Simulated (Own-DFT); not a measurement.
# What a change of functional does to the pressure

Calculated results; nothing here was measured. They come from Own-DFT, an in-house plane-wave density functional program, since retired, whose code no person has reviewed. Each row is one single-point run on a periodic cell that was not relaxed, without spin or spin-orbit coupling.

Known limits: forces on such cells failed a check on a denser k mesh; stress not checked against mesh or cutoff.

Each cell was run twice at the same cutoff, k mesh and smearing, with PBE and with PBEsol, on PseudoDojo norm-conserving files made for PBE. Atoms were moved at random from their sites; u is the rms move along one axis. Files made for PBEsol would give a somewhat different change.

| cell | atoms | volume (Å³/atom) | u (Å) | cutoff (hartree) | P with PBE (GPa) | P with PBEsol (GPa) | change (GPa) |
|---|---|---|---|---|---|---|---|
| C11b WSi2 with one W vacancy (Si20W9) | 29 | 13.90 | 0.029 | 50 | 3.86 | 0.05 | -3.81 |
| C11b WSi2 with one W vacancy (Si20W9) | 29 | 13.90 | 0.031 | 50 | 3.35 | -0.44 | -3.80 |
| C11b WSi2 with one W vacancy (Si20W9) | 29 | 13.90 | 0.054 | 50 | 5.07 | 1.27 | -3.80 |
| C40 NbSi2 with two Nb on a Si site each (Nb14Si22) | 36 | 14.64 | 0.030 | 42 | 7.65 | 3.60 | -4.05 |
| C40 NbSi2 with two Nb on a Si site each (Nb14Si22) | 36 | 14.64 | 0.026 | 42 | 7.37 | 3.32 | -4.05 |
| C40 NbSi2 with two Nb on a Si site each (Nb14Si22) | 36 | 14.64 | 0.035 | 42 | 7.72 | ? | ? |
| D0_22 TiAl3 with two Al vacancies (Al28Ti10) | 38 | 16.46 | 0.084 | 42 | 3.22 | 1.39 | -1.83 |
| D0_22 TiAl3 with two Al vacancies (Al28Ti10) | 38 | 16.46 | 0.046 | 42 | 1.67 | -0.17 | -1.84 |
| D0_22 TiAl3 with two Al vacancies (Al28Ti10) | 38 | 16.46 | 0.082 | 42 | 2.96 | 1.14 | -1.83 |
| L1_0 TiAl with two Al vacancies (Al14Ti16) | 30 | 17.13 | 0.028 | 42 | -0.63 | -3.33 | -2.70 |
| L1_0 TiAl with two Al vacancies (Al14Ti16) | 30 | 17.13 | 0.051 | 42 | -0.14 | -2.85 | -2.71 |
| L1_0 TiAl with two Al vacancies (Al14Ti16) | 30 | 17.13 | 0.033 | 42 | -0.60 | -3.30 | -2.70 |

## Worked reading

Mean change of pressure by composition, in GPa: Nb7Si11, -4.05; Si20W9, -3.80; Al7Ti8, -2.70; Al14Ti5, -1.83. At a fixed cell PBEsol gives the lower pressure, because it favours a smaller volume than PBE. Here the change varies more between materials than between cells of one material.

## Withheld value

Question: what PBEsol pressure should the Nb14Si22 cell with the blank give?

Adding the mean change of the cells with its composition, -4.05 GPa, to 7.72 gives 3.7 GPa. The calculation gave 3.67 GPa.
